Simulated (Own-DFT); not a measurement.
# Response to strain: diamond-structure GeSn with randomly placed atoms, 64 atoms (Ge56Sn8)

These are calculations, not measurements. They come from Own-DFT, an in-house plane-wave density functional program, since retired, whose code no person has reviewed. Each row is one single-point run on a periodic cell that was not relaxed, without spin or spin-orbit coupling.

Settings of every run: PBE; PseudoDojo norm-conserving scalar-relativistic files; cutoff 49 hartree; 3 x 3 x 3 k mesh centred on Gamma; Fermi-Dirac smearing of 0.1 eV.

Known limits: forces on such cells moved up to 12 meV/angstrom on a denser k mesh; stress not checked against mesh or cutoff.

Unstrained cell vectors in Å: (11.524, 0.000, 0.000); (0.000, 11.524, 0.000); (0.000, 0.000, 11.524). The unstrained cell has measured lattice constants (interpolated for alloys), not those of this functional. That, the random moves and any unrelaxed bonds set the pressure at no strain. Each run strains this cell uniformly, with the atoms carried along. Every atom was also moved at random, by a Gaussian of width 0.05 Å on each axis. The random placing of the alloy's atoms differs from row to row. Strain is the symmetric tensor, in per cent. Stress is positive in tension, and the pressure is minus a third of its trace.

| run | e_xx (%) | e_yy (%) | e_zz (%) | s_xx (GPa) | s_yy (GPa) | s_zz (GPa) | P (GPa) | E (meV/atom) |
|---|---|---|---|---|---|---|---|---|
| 1 | -3.00 | -3.00 | 0.00 | -11.21 | -11.20 | -9.47 | 10.63 | 108.6 |
| 2 | 0.25 | 0.25 | 0.00 | -4.93 | -4.77 | -4.94 | 4.88 | 24.3 |
| 3 | 1.25 | 1.25 | 0.00 | -3.25 | -3.21 | -3.92 | 3.46 | 12.8 |
| 4 | -2.00 | -2.00 | 0.00 | -8.91 | -8.96 | -7.65 | 8.51 | 65.5 |
| 5 | -2.25 | -2.25 | 0.00 | -9.81 | -9.51 | -8.49 | 9.27 | 92.0 |
| 6 | 0.75 | 0.75 | 0.00 | -4.19 | -4.17 | -4.49 | 4.28 | 27.8 |
| 7 | 1.50 | 1.50 | 0.00 | -2.98 | -2.99 | -3.72 | 3.23 | 18.9 |
| 8 | 2.75 | 2.75 | 0.00 | -1.10 | -0.97 | -2.50 | 1.52 | 0.0 |
| 9 | -1.50 | -1.50 | 0.00 | ? | ? | ? | ? | ? |

E is the free energy for each atom above the lowest run shown.

## Worked fit

The change of volume is close to e_xx + e_yy + e_zz. A straight line through the runs shown gives P = 5.60 - 80 x (fractional change of volume) GPa, with an error of 3 on the slope and a scatter of 0.27 GPa. The strain isn't the same on all axes, but the crystal is cubic, so the slope still estimates the bulk modulus, averaged over pressures from 1.5 to 10.6 GPa.

## Withheld run

Question: what pressure should run 9 give? Its volume changes by -2.98 %.

The line gives 8.0 GPa. The calculation gave 7.65 GPa.
